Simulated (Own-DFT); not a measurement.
## Calculated data, GaP (zincblende, strained, atoms displaced)

All values are calculated (Own-DFT development build). A calculation, not a measurement: plane-wave PBE density functional theory by an unreviewed code, no spin, of a simulated periodic cell, stress positive in tension, free energy of the whole cell less one offset for each atom, forces on such cells passed a denser k mesh, this cell's mesh not checked; offsets are fitted by least squares, one for each functional and potential file, so energies compare only between cells with the same atoms and settings and are not formation energies; the far tail of each file's local potential was reset to the Coulomb form; each entry is a single point on an unrelaxed cell, so the pressure reflects the starting lattice, mostly measured values (interpolated for alloys), from which strain is counted, and rises with the displacements; printed positions are rounded, which can move forces by about a meV/angstrom; the program, named Own-DFT, is a retired in-house code; no spin-orbit coupling.

Settings shared by all entries: functional PBE; potential files PseudoDojo norm-conserving, scalar-relativistic, standard set; wave cutoff 42 hartree; occupations Fermi-Dirac; smearing width 0.1 eV; hardware one NVIDIA H100; k mesh 3 x 3 x 3 centred on Gamma.

```yaml
- entry: 1
  formula: GaP
  kind: "zincblende, strained, atoms displaced"
  structure:
    cell_angstrom: [[10.862, 0.0, 0.0], [0.0, 10.862, 0.0], [0.0, 0.0, 10.9361]]
    atoms_fractional:
      - [Ga, 0.01388, 0.00099, 0.99288]
      - [Ga, 0.00481, 0.25677, 0.25762]
      - [Ga, 0.24902, 0.99923, 0.26001]
      - [Ga, 0.25664, 0.25116, 0.9906]
      - [P, 0.13019, 0.12718, 0.1346]
      - [P, 0.11962, 0.35728, 0.37925]
      - [P, 0.37569, 0.11259, 0.37782]
      - [P, 0.37576, 0.37708, 0.13563]
      - [Ga, 0.99601, 0.99971, 0.49525]
      - [Ga, 0.00233, 0.24776, 0.73813]
      - [Ga, 0.24293, 0.99744, 0.75227]
      - [Ga, 0.25175, 0.25238, 0.48235]
      - [P, 0.13022, 0.11791, 0.62126]
      - [P, 0.13134, 0.3842, 0.87775]
      - [P, 0.37245, 0.11944, 0.86598]
      - [P, 0.36764, 0.35476, 0.62926]
      - [Ga, 0.99124, 0.50606, 0.98657]
      - [Ga, 0.99646, 0.75644, 0.23822]
      - [Ga, 0.25104, 0.48941, 0.23539]
      - [Ga, 0.2595, 0.74102, 0.00059]
      - [P, 0.13511, 0.62063, 0.12225]
      - [P, 0.13368, 0.86907, 0.36563]
      - [P, 0.38911, 0.62268, 0.37786]
      - [P, 0.37948, 0.86389, 0.12561]
      - [Ga, 0.99795, 0.50631, 0.49483]
      - [Ga, 0.99954, 0.7511, 0.74456]
      - [Ga, 0.25811, 0.49975, 0.74041]
      - [Ga, 0.25685, 0.74623, 0.49914]
      - [P, 0.11701, 0.62941, 0.62873]
      - [P, 0.117, 0.88035, 0.85618]
      - [P, 0.38579, 0.63264, 0.86724]
      - [P, 0.36615, 0.87814, 0.62927]
      - [Ga, 0.50919, 0.9953, 0.98806]
      - [Ga, 0.49741, 0.26143, 0.23958]
      - [Ga, 0.75833, 0.99023, 0.2407]
      - [Ga, 0.75471, 0.25401, 0.999]
      - [P, 0.63082, 0.13367, 0.12689]
      - [P, 0.61887, 0.37813, 0.36514]
      - [P, 0.88594, 0.12892, 0.37981]
      - [P, 0.87942, 0.37166, 0.13443]
      - [Ga, 0.49486, 0.99531, 0.49345]
      - [Ga, 0.50173, 0.24965, 0.74837]
      - [Ga, 0.75328, 0.99277, 0.74834]
      - [Ga, 0.74712, 0.25267, 0.51114]
      - [P, 0.61854, 0.10961, 0.62145]
      - [P, 0.62535, 0.37798, 0.86737]
      - [P, 0.88054, 0.11816, 0.86538]
      - [P, 0.86807, 0.3895, 0.62805]
      - [Ga, 0.50248, 0.49676, 0.00798]
      - [Ga, 0.48966, 0.75735, 0.25569]
      - [Ga, 0.74632, 0.48997, 0.25802]
      - [Ga, 0.74507, 0.74346, 0.99736]
      - [P, 0.63068, 0.6202, 0.11803]
      - [P, 0.62897, 0.86628, 0.38502]
      - [P, 0.86823, 0.6145, 0.38196]
      - [P, 0.87023, 0.86281, 0.12885]
      - [Ga, 0.50248, 0.49188, 0.51186]
      - [Ga, 0.5064, 0.75131, 0.7525]
      - [Ga, 0.74339, 0.4929, 0.73418]
      - [Ga, 0.75812, 0.75906, 0.48907]
      - [P, 0.6324, 0.62046, 0.62752]
      - [P, 0.63608, 0.87993, 0.8802]
      - [P, 0.87335, 0.62894, 0.86802]
      - [P, 0.88895, 0.879, 0.63034]
  results:
    "free_energy_of_cell_above_offsets [eV]": "-28.517"
    "pressure [GPa]": 4.72
    "stress_xx [GPa]": -5.28
    "stress_yy [GPa]": -4.81
    "stress_zz [GPa]": -4.07
    "stress_yz [GPa]": 0.65
    "stress_xz [GPa]": -0.63
    "stress_xy [GPa]": 1.47
    force_element: [Ga, Ga, Ga, Ga, P, P, P, P, Ga, Ga, Ga, Ga, P, P, P, P, Ga, Ga, Ga, Ga, P, P, P, P, Ga, Ga, Ga, Ga, P, P, P, P, Ga, Ga, Ga, Ga, P, P, P, P, Ga, Ga, Ga, Ga, P, P, P, P, Ga, Ga, Ga, Ga, P, P, P, P, Ga, Ga, Ga, Ga, P, P, P, P]
    "force_x [eV/angstrom]": [-0.87, -1.072, 0.52, -0.332, 0.043, 0.726, 0.422, 0.061, 1.603, 0.228, 0.662, 0.707, -0.231, -0.479, 0.711, 0.387, 0.812, 1.51, -1.213, -0.621, -1.719, -1.537, -1.514, -0.582, 0.807, -0.331, -0.509, -0.44, 1.522, 0.851, -0.751, 1.233, -1.135, 0.888, -0.916, 0.362, -0.46, -0.338, -1.874, -0.131, 0.381, 0.456, 0.066, -0.152, 0.642, -0.142, -0.231, 2.292, -0.192, 2.045, 0.753, 0.751, -0.535, -1.204, 0.43, 0.212, -0.238, 0.576, -0.246, 0.996, -1.0, -0.156, -0.758, -1.746]
    "force_y [eV/angstrom]": [0.199, -1.901, -0.182, -0.195, 0.044, 3.959, 2.02, -0.782, -0.412, 0.459, 0.755, -1.979, 0.978, -0.657, 0.166, 1.468, -0.519, -2.02, 1.476, 0.652, 0.275, -0.515, -1.075, 2.248, -0.851, -0.513, 0.528, -0.207, -1.005, -1.549, -1.712, -0.608, 1.158, -2.379, 1.531, -0.369, -1.078, -1.247, -0.061, 0.839, -0.925, -1.112, 0.597, -0.406, 1.147, -0.485, 1.061, -2.448, 0.301, -1.166, 1.192, 0.022, 0.115, 1.719, 1.386, 1.053, 0.029, 0.842, 1.301, -1.333, 1.827, -1.192, -0.133, -0.329]
    "force_z [eV/angstrom]": [0.964, -1.631, -1.685, 0.958, -1.107, 0.032, -1.25, -3.359, 0.106, 0.543, -0.814, 1.926, -0.86, -0.931, 0.854, -1.145, 1.479, 1.704, 2.968, -0.857, -0.417, 1.304, 0.248, -0.876, 0.904, 0.784, 0.665, -0.04, -1.22, 2.532, 0.844, -0.311, 1.731, 1.604, 1.738, -0.537, -0.523, 2.3, -0.642, -1.15, 1.071, 0.203, -0.36, -0.969, 0.499, 0.977, 0.885, -1.538, -1.104, 0.062, -1.43, -0.007, 1.722, -2.179, -1.815, -2.581, -0.307, -0.858, 2.827, 2.416, -1.18, -1.156, -0.517, -1.492]
    "wall_time [s]": 586.0
- entry: 2
  formula: GaP
  kind: "zincblende, strained, atoms displaced"
  structure:
    cell_angstrom: [[10.862, 0.0, 0.0], [0.0, 10.862, 0.0], [0.0, 0.0, 10.9361]]
    atoms_fractional:
      - [Ga, 0.00901, 0.00699, 0.99079]
      - [Ga, 0.00899, 0.24568, 0.25632]
      - [Ga, 0.24687, 0.00313, 0.23881]
      - [Ga, 0.24901, 0.24436, 0.00539]
      - [P, 0.11306, 0.13126, 0.12671]
      - [P, 0.11416, 0.39302, 0.37253]
      - [P, 0.37317, 0.12384, 0.38258]
      - [P, 0.37277, 0.37732, 0.12262]
      - [Ga, 0.99786, 0.99426, 0.51114]
      - [Ga, 0.00746, 0.2574, 0.76304]
      - [Ga, 0.25075, 0.00397, 0.742]
      - [Ga, 0.24144, 0.23271, 0.51178]
      - [P, 0.1223, 0.12182, 0.62007]
      - [P, 0.11348, 0.38195, 0.87573]
      - [P, 0.37002, 0.12914, 0.87138]
      - [P, 0.38187, 0.38099, 0.62018]
      - [Ga, 0.99222, 0.4996, 0.01064]
      - [Ga, 0.00895, 0.75345, 0.24035]
      - [Ga, 0.23576, 0.50875, 0.25895]
      - [Ga, 0.25161, 0.75778, 0.9988]
      - [P, 0.12284, 0.63463, 0.11123]
      - [P, 0.1076, 0.87917, 0.39243]
      - [P, 0.37895, 0.61512, 0.37799]
      - [P, 0.36332, 0.87929, 0.1291]
      - [Ga, 0.00948, 0.48453, 0.50775]
      - [Ga, 0.00125, 0.74535, 0.74329]
      - [Ga, 0.2479, 0.5008, 0.7434]
      - [Ga, 0.25841, 0.75273, 0.50541]
      - [P, 0.1385, 0.63444, 0.6298]
      - [P, 0.12698, 0.8644, 0.88285]
      - [P, 0.37299, 0.6187, 0.88944]
      - [P, 0.38701, 0.88579, 0.63463]
      - [Ga, 0.50894, 0.00953, 0.99307]
      - [Ga, 0.50811, 0.25212, 0.24777]
      - [Ga, 0.75777, 0.99779, 0.24156]
      - [Ga, 0.76548, 0.24791, 0.00194]
      - [P, 0.60345, 0.11506, 0.12313]
      - [P, 0.62359, 0.3758, 0.36679]
      - [P, 0.86546, 0.12646, 0.36756]
      - [P, 0.87629, 0.3735, 0.12514]
      - [Ga, 0.51509, 0.98995, 0.51629]
      - [Ga, 0.50217, 0.24313, 0.74808]
      - [Ga, 0.75483, 0.99814, 0.75252]
      - [Ga, 0.7583, 0.24347, 0.48718]
      - [P, 0.6146, 0.13597, 0.6209]
      - [P, 0.62628, 0.37036, 0.87506]
      - [P, 0.8741, 0.11653, 0.87284]
      - [P, 0.87638, 0.37608, 0.6263]
      - [Ga, 0.50002, 0.50378, 0.99548]
      - [Ga, 0.50548, 0.74495, 0.25949]
      - [Ga, 0.75826, 0.49135, 0.2496]
      - [Ga, 0.74999, 0.76046, 0.993]
      - [P, 0.62045, 0.63495, 0.11604]
      - [P, 0.62258, 0.87991, 0.37494]
      - [P, 0.87529, 0.61246, 0.37427]
      - [P, 0.87267, 0.87661, 0.12662]
      - [Ga, 0.49834, 0.50435, 0.48515]
      - [Ga, 0.48045, 0.74311, 0.76108]
      - [Ga, 0.75458, 0.48069, 0.74324]
      - [Ga, 0.7497, 0.74076, 0.49562]
      - [P, 0.62414, 0.62034, 0.61625]
      - [P, 0.63495, 0.86738, 0.88029]
      - [P, 0.8857, 0.63791, 0.8876]
      - [P, 0.87685, 0.882, 0.63471]
  results:
    "free_energy_of_cell_above_offsets [eV]": "-27.348"
    "pressure [GPa]": 4.96
    "stress_xx [GPa]": -5.02
    "stress_yy [GPa]": -4.96
    "stress_zz [GPa]": -4.9
    "stress_yz [GPa]": -1.47
    "stress_xz [GPa]": 1.09
    "stress_xy [GPa]": 0.54
    force_element: [Ga, Ga, Ga, Ga, P, P, P, P, Ga, Ga, Ga, Ga, P, P, P, P, Ga, Ga, Ga, Ga, P, P, P, P, Ga, Ga, Ga, Ga, P, P, P, P, Ga, Ga, Ga, Ga, P, P, P, P, Ga, Ga, Ga, Ga, P, P, P, P, Ga, Ga, Ga, Ga, P, P, P, P, Ga, Ga, Ga, Ga, P, P, P, P]
    "force_x [eV/angstrom]": [-0.692, -1.406, -0.734, -0.201, 1.362, 1.467, 0.379, -0.187, -1.417, -1.43, -0.469, 2.049, -1.615, 2.035, 0.155, -0.808, 0.431, -1.081, 1.188, 0.954, 0.57, 2.48, -1.897, 2.05, -1.388, 0.018, 0.737, 0.296, -1.21, -0.474, -1.469, -1.192, -2.115, -1.813, -1.917, -1.841, 3.686, 0.761, 2.101, 0.471, -0.707, -1.02, -1.754, -1.655, 2.786, 0.268, 0.726, 1.043, 0.889, -0.843, -1.283, 1.31, 0.981, 1.182, 1.132, 1.245, 1.546, 1.898, -1.253, 0.257, -0.376, -2.666, -0.99, -0.552]
    "force_y [eV/angstrom]": [-1.114, 1.299, 0.64, 1.074, -0.835, -3.395, -0.42, 0.194, 1.389, -1.561, -0.46, 2.667, -0.127, 0.566, -0.469, -0.918, 0.574, -0.094, 0.46, -0.683, -0.999, -1.368, 2.346, -0.769, 2.798, 0.504, -0.535, 0.806, -0.866, 1.783, 0.444, -1.566, -2.317, -0.238, 0.377, -0.533, 1.819, -0.134, -1.159, -0.822, 0.959, 1.72, 0.352, 1.672, -0.999, -0.225, 1.286, -2.13, -1.109, 0.511, 1.037, -1.57, -0.825, -0.479, 0.946, -0.123, -1.588, 0.017, 2.54, 0.783, -0.038, 1.964, -1.428, -1.633]
    "force_z [eV/angstrom]": [0.725, 0.511, 2.113, -0.364, -0.673, -0.299, -0.625, 0.703, -0.357, -1.612, 1.22, -1.918, 2.24, 1.159, 0.077, 0.276, -0.838, 1.343, -1.929, 0.679, 1.316, -2.34, -1.281, -0.565, 1.197, 0.956, 1.036, -0.585, -0.833, -2.21, -1.467, -0.109, -1.583, 0.172, 0.317, -0.21, 1.529, 0.659, -0.014, 0.76, -1.655, 0.75, -0.29, 1.503, -0.123, 0.235, 0.1, -0.853, 1.022, -0.82, -0.446, 2.083, 0.732, 0.02, 0.224, -1.045, 1.782, -0.474, 1.371, -0.095, 1.38, -2.24, -1.42, -0.913]
    "wall_time [s]": 554.2
- entry: 3
  formula: GaP
  kind: "zincblende, strained, atoms displaced"
  structure:
    cell_angstrom: [[10.862, 0.0, 0.0], [0.0, 10.862, 0.0], [0.0, 0.0, 10.9361]]
    atoms_fractional:
      - [Ga, 0.00299, 0.99682, 0.00213]
      - [Ga, 0.00125, 0.24611, 0.25397]
      - [Ga, 0.24617, 0.00243, 0.26204]
      - [Ga, 0.2471, 0.2404, 0.00047]
      - [P, 0.12225, 0.12717, 0.10934]
      - [P, 0.13695, 0.37642, 0.38169]
      - [P, 0.37813, 0.11455, 0.37279]
      - [P, 0.38489, 0.36903, 0.12939]
      - [Ga, 0.99066, 0.98927, 0.48921]
      - [Ga, 0.00093, 0.24805, 0.75075]
      - [Ga, 0.25062, 0.00713, 0.75363]
      - [Ga, 0.24887, 0.25296, 0.50436]
      - [P, 0.11897, 0.12924, 0.62133]
      - [P, 0.13057, 0.37192, 0.88172]
      - [P, 0.36314, 0.12232, 0.87741]
      - [P, 0.36062, 0.37306, 0.61847]
      - [Ga, 0.98345, 0.50872, 0.97871]
      - [Ga, 0.00203, 0.74305, 0.24737]
      - [Ga, 0.2592, 0.49069, 0.25943]
      - [Ga, 0.24576, 0.75327, 0.99738]
      - [P, 0.1224, 0.63228, 0.11946]
      - [P, 0.12174, 0.87622, 0.36245]
      - [P, 0.38321, 0.63111, 0.37378]
      - [P, 0.37658, 0.87625, 0.12271]
      - [Ga, 0.99663, 0.48254, 0.49646]
      - [Ga, 0.99975, 0.74307, 0.75865]
      - [Ga, 0.25609, 0.49931, 0.74669]
      - [Ga, 0.25743, 0.74272, 0.49883]
      - [P, 0.12913, 0.63382, 0.63184]
      - [P, 0.12619, 0.87911, 0.88076]
      - [P, 0.36688, 0.62903, 0.87451]
      - [P, 0.37087, 0.88191, 0.61107]
      - [Ga, 0.48781, 0.00203, 0.00057]
      - [Ga, 0.50092, 0.23954, 0.24879]
      - [Ga, 0.749, 0.01123, 0.24283]
      - [Ga, 0.75339, 0.26452, 0.99478]
      - [P, 0.63479, 0.12129, 0.12562]
      - [P, 0.6333, 0.36869, 0.36983]
      - [P, 0.87984, 0.13358, 0.37434]
      - [P, 0.87303, 0.36836, 0.12844]
      - [Ga, 0.49155, 0.99967, 0.49811]
      - [Ga, 0.50539, 0.23349, 0.75627]
      - [Ga, 0.75462, 0.00025, 0.74779]
      - [Ga, 0.75033, 0.24836, 0.48712]
      - [P, 0.63105, 0.13277, 0.61858]
      - [P, 0.62902, 0.37642, 0.87653]
      - [P, 0.8813, 0.1295, 0.88335]
      - [P, 0.87536, 0.36863, 0.62668]
      - [Ga, 0.49171, 0.49278, 0.0063]
      - [Ga, 0.50235, 0.75116, 0.25487]
      - [Ga, 0.75785, 0.51222, 0.24967]
      - [Ga, 0.73962, 0.74525, 0.00119]
      - [P, 0.62805, 0.61659, 0.12738]
      - [P, 0.61057, 0.87419, 0.38943]
      - [P, 0.87849, 0.62226, 0.38266]
      - [P, 0.89265, 0.87349, 0.13286]
      - [Ga, 0.51064, 0.50316, 0.50689]
      - [Ga, 0.51577, 0.73981, 0.75857]
      - [Ga, 0.74841, 0.51317, 0.74884]
      - [Ga, 0.752, 0.75489, 0.50516]
      - [P, 0.63398, 0.62233, 0.62539]
      - [P, 0.6122, 0.86649, 0.88547]
      - [P, 0.88279, 0.6279, 0.86385]
      - [P, 0.88048, 0.87595, 0.63543]
  results:
    "free_energy_of_cell_above_offsets [eV]": "-29.034"
    "pressure [GPa]": 4.63
    "stress_xx [GPa]": -4.71
    "stress_yy [GPa]": -4.85
    "stress_zz [GPa]": -4.33
    "stress_yz [GPa]": 1.08
    "stress_xz [GPa]": 0.05
    "stress_xy [GPa]": 0.05
    force_element: [Ga, Ga, Ga, Ga, P, P, P, P, Ga, Ga, Ga, Ga, P, P, P, P, Ga, Ga, Ga, Ga, P, P, P, P, Ga, Ga, Ga, Ga, P, P, P, P, Ga, Ga, Ga, Ga, P, P, P, P, Ga, Ga, Ga, Ga, P, P, P, P, Ga, Ga, Ga, Ga, P, P, P, P, Ga, Ga, Ga, Ga, P, P, P, P]
    "force_x [eV/angstrom]": [-0.533, 1.293, 0.075, 0.691, -0.006, -1.3, -0.639, -1.576, 0.821, 0.363, -1.058, -0.122, 0.175, -0.597, 1.854, 3.106, 2.471, 0.142, 0.005, 0.456, 0.335, -0.054, -0.217, -0.726, 0.523, 1.975, -1.046, -1.028, -0.405, -0.195, 1.197, -0.016, 0.976, 0.702, 1.357, 0.081, -1.801, -1.097, -0.576, 0.726, 1.002, -0.57, -0.711, 0.469, -0.503, -1.109, -0.805, -0.79, 0.681, 0.304, 0.056, 1.526, -0.958, 2.329, 0.142, -2.696, -0.934, -1.856, 0.961, 0.208, -0.744, 1.365, -3.58, -0.119]
    "force_y [eV/angstrom]": [0.008, 0.884, 0.072, 1.931, -0.577, -0.663, 2.067, -0.772, 0.651, 0.334, -1.181, -1.863, -1.114, 0.831, 0.445, 0.579, -2.406, -0.307, 1.274, 0.208, -2.003, -1.186, -1.512, -0.412, 1.283, 2.214, 0.027, 0.939, -1.249, -0.155, -0.75, -0.883, 0.142, 0.039, -2.13, -1.527, 1.311, 1.357, -1.691, 1.725, 0.893, 1.379, 0.54, 0.587, -1.465, 0.687, -0.605, 0.35, 0.994, 0.399, -1.547, 0.43, 0.69, 0.001, 0.634, 0.28, -1.23, 0.172, -2.12, 0.214, 1.017, 1.74, 0.578, -0.558]
    "force_z [eV/angstrom]": [-0.303, -1.028, -2.37, 0.27, 3.001, -1.092, 0.303, 0.083, 0.656, 0.394, -1.668, -0.806, -0.153, -0.958, -0.097, 1.228, 3.021, 0.785, -1.172, 0.627, 0.003, 1.669, 0.372, 1.103, 0.995, -1.328, 0.578, -0.17, -0.929, -1.21, 0.169, 2.542, 0.399, 0.315, 1.721, 0.692, -2.147, -0.255, -0.038, -0.031, 1.004, -0.394, 1.026, 1.313, 0.187, -0.783, -0.615, 0.132, -1.072, -1.209, 0.243, 0.48, -0.124, -1.45, -0.129, -0.786, -0.961, -1.128, 0.297, -0.197, -0.316, -0.59, 0.677, -0.775]
    "wall_time [s]": 587.6
- entry: 4
  formula: GaP
  kind: "zincblende, strained, atoms displaced"
  structure:
    cell_angstrom: [[10.862, 0.0, 0.0], [0.0, 10.862, 0.0], [0.0, 0.0, 10.9361]]
    atoms_fractional:
      - [Ga, 0.99695, 0.99775, 0.99565]
      - [Ga, 0.98709, 0.23817, 0.25108]
      - [Ga, 0.24051, 0.99574, 0.25601]
      - [Ga, 0.2559, 0.24792, 0.00796]
      - [P, 0.12182, 0.12558, 0.11613]
      - [P, 0.11799, 0.38438, 0.38642]
      - [P, 0.38023, 0.11537, 0.37364]
      - [P, 0.37504, 0.37811, 0.11643]
      - [Ga, 0.98836, 0.98686, 0.493]
      - [Ga, 0.99147, 0.24043, 0.74652]
      - [Ga, 0.24774, 0.00318, 0.7488]
      - [Ga, 0.25252, 0.25488, 0.50284]
      - [P, 0.11307, 0.12123, 0.62957]
      - [P, 0.12544, 0.37175, 0.87131]
      - [P, 0.36623, 0.12964, 0.87578]
      - [P, 0.37653, 0.35932, 0.60692]
      - [Ga, 0.01629, 0.49647, 0.99992]
      - [Ga, 0.99877, 0.76177, 0.2473]
      - [Ga, 0.25446, 0.49783, 0.25004]
      - [Ga, 0.24359, 0.76417, 0.99501]
      - [P, 0.13062, 0.62326, 0.12207]
      - [P, 0.12869, 0.87329, 0.39191]
      - [P, 0.37469, 0.62885, 0.38596]
      - [P, 0.3763, 0.88102, 0.11472]
      - [Ga, 0.98516, 0.49557, 0.4981]
      - [Ga, 0.00223, 0.75106, 0.74963]
      - [Ga, 0.23314, 0.49083, 0.75761]
      - [Ga, 0.25146, 0.75106, 0.50685]
      - [P, 0.1052, 0.63057, 0.6284]
      - [P, 0.12089, 0.87224, 0.87265]
      - [P, 0.36103, 0.61836, 0.86087]
      - [P, 0.38258, 0.87347, 0.62113]
      - [Ga, 0.49969, 0.00136, 0.99308]
      - [Ga, 0.4952, 0.2427, 0.25027]
      - [Ga, 0.74834, 0.0064, 0.26426]
      - [Ga, 0.75703, 0.25618, 0.99642]
      - [P, 0.62482, 0.12224, 0.12225]
      - [P, 0.63706, 0.37982, 0.37478]
      - [P, 0.8751, 0.11717, 0.37777]
      - [P, 0.87686, 0.37255, 0.12023]
      - [Ga, 0.48686, 0.00605, 0.49758]
      - [Ga, 0.50204, 0.24002, 0.74872]
      - [Ga, 0.75003, 0.00575, 0.75229]
      - [Ga, 0.75428, 0.26006, 0.50606]
      - [P, 0.62202, 0.13332, 0.62805]
      - [P, 0.62214, 0.36294, 0.87577]
      - [P, 0.87469, 0.1142, 0.88782]
      - [P, 0.87426, 0.40338, 0.60936]
      - [Ga, 0.49347, 0.49722, 0.00731]
      - [Ga, 0.50264, 0.75089, 0.2619]
      - [Ga, 0.75006, 0.49859, 0.24776]
      - [Ga, 0.74422, 0.75606, 0.99087]
      - [P, 0.62203, 0.64564, 0.1301]
      - [P, 0.62628, 0.88442, 0.37281]
      - [P, 0.87329, 0.62391, 0.38467]
      - [P, 0.87063, 0.87338, 0.12922]
      - [Ga, 0.50366, 0.48939, 0.48742]
      - [Ga, 0.50081, 0.74282, 0.74187]
      - [Ga, 0.75829, 0.50795, 0.74097]
      - [Ga, 0.74508, 0.75371, 0.50133]
      - [P, 0.62017, 0.61622, 0.62392]
      - [P, 0.63889, 0.87672, 0.87562]
      - [P, 0.8805, 0.61305, 0.87598]
      - [P, 0.8642, 0.86414, 0.62769]
  results:
    "free_energy_of_cell_above_offsets [eV]": "-28.491"
    "pressure [GPa]": 4.71
    "stress_xx [GPa]": -5.06
    "stress_yy [GPa]": -4.62
    "stress_zz [GPa]": -4.44
    "stress_yz [GPa]": 0.45
    "stress_xz [GPa]": 0.21
    "stress_xy [GPa]": -0.15
    force_element: [Ga, Ga, Ga, Ga, P, P, P, P, Ga, Ga, Ga, Ga, P, P, P, P, Ga, Ga, Ga, Ga, P, P, P, P, Ga, Ga, Ga, Ga, P, P, P, P, Ga, Ga, Ga, Ga, P, P, P, P, Ga, Ga, Ga, Ga, P, P, P, P, Ga, Ga, Ga, Ga, P, P, P, P, Ga, Ga, Ga, Ga, P, P, P, P]
    "force_x [eV/angstrom]": [0.805, 1.292, 0.527, -0.989, -0.085, 0.749, -2.374, -0.368, 0.261, -0.46, -0.043, -2.256, 0.719, -0.981, 0.923, 1.496, -0.991, 0.591, -0.457, 0.968, -0.026, -0.36, 0.092, -0.367, 3.892, -1.477, 1.178, -0.439, 2.182, -0.201, 1.16, -0.808, 0.332, 0.928, -0.292, -0.856, 0.417, -1.076, -0.349, 0.425, 2.379, -1.309, 0.155, -0.022, 1.112, 0.248, -0.743, -2.313, 1.42, -1.005, 0.538, 1.804, 0.281, -0.818, -0.409, -0.263, -0.527, 0.071, -1.363, -0.813, 0.101, -2.712, -0.215, 0.725]
    "force_y [eV/angstrom]": [-1.191, 1.159, 0.209, 0.381, -0.343, -1.471, 1.732, -1.032, 0.261, 1.218, -0.52, -2.156, -0.358, -2.284, -0.733, 2.336, -0.028, -1.575, 0.394, -1.689, 1.029, -0.18, -0.617, -0.61, 3.338, 0.186, 1.118, -0.859, -1.547, 1.143, 0.879, 0.523, 0.155, 0.749, -0.302, -0.935, 0.476, -1.519, 1.285, 0.67, -0.924, 1.251, -0.115, -0.606, -1.406, 1.676, 1.703, -5.322, 1.736, 0.841, 1.233, -1.681, -2.233, -0.672, 1.135, 0.959, 0.579, 0.119, -0.39, -0.916, 0.422, 0.579, 1.319, 1.417]
    "force_z [eV/angstrom]": [1.219, -0.345, -0.954, -0.815, 1.39, -1.665, -0.959, 2.369, 1.794, 0.607, -0.055, -1.594, -1.563, 1.091, -0.45, 2.965, 0.166, 0.86, 0.483, 0.366, 0.681, -1.838, -1.024, 1.473, -2.266, 0.935, -2.776, 0.92, -1.239, -0.497, 1.377, 0.932, -0.097, -0.382, -2.275, 0.383, 0.208, -1.01, 1.003, 0.644, 1.043, 0.598, -0.717, -0.126, -1.173, -0.458, -1.825, 4.054, -1.686, -0.463, -0.659, 1.325, -0.753, 1.421, -1.966, -0.527, 1.07, 1.04, 1.374, -0.408, -0.707, -1.503, 0.516, 0.468]
    "wall_time [s]": 558.1
```
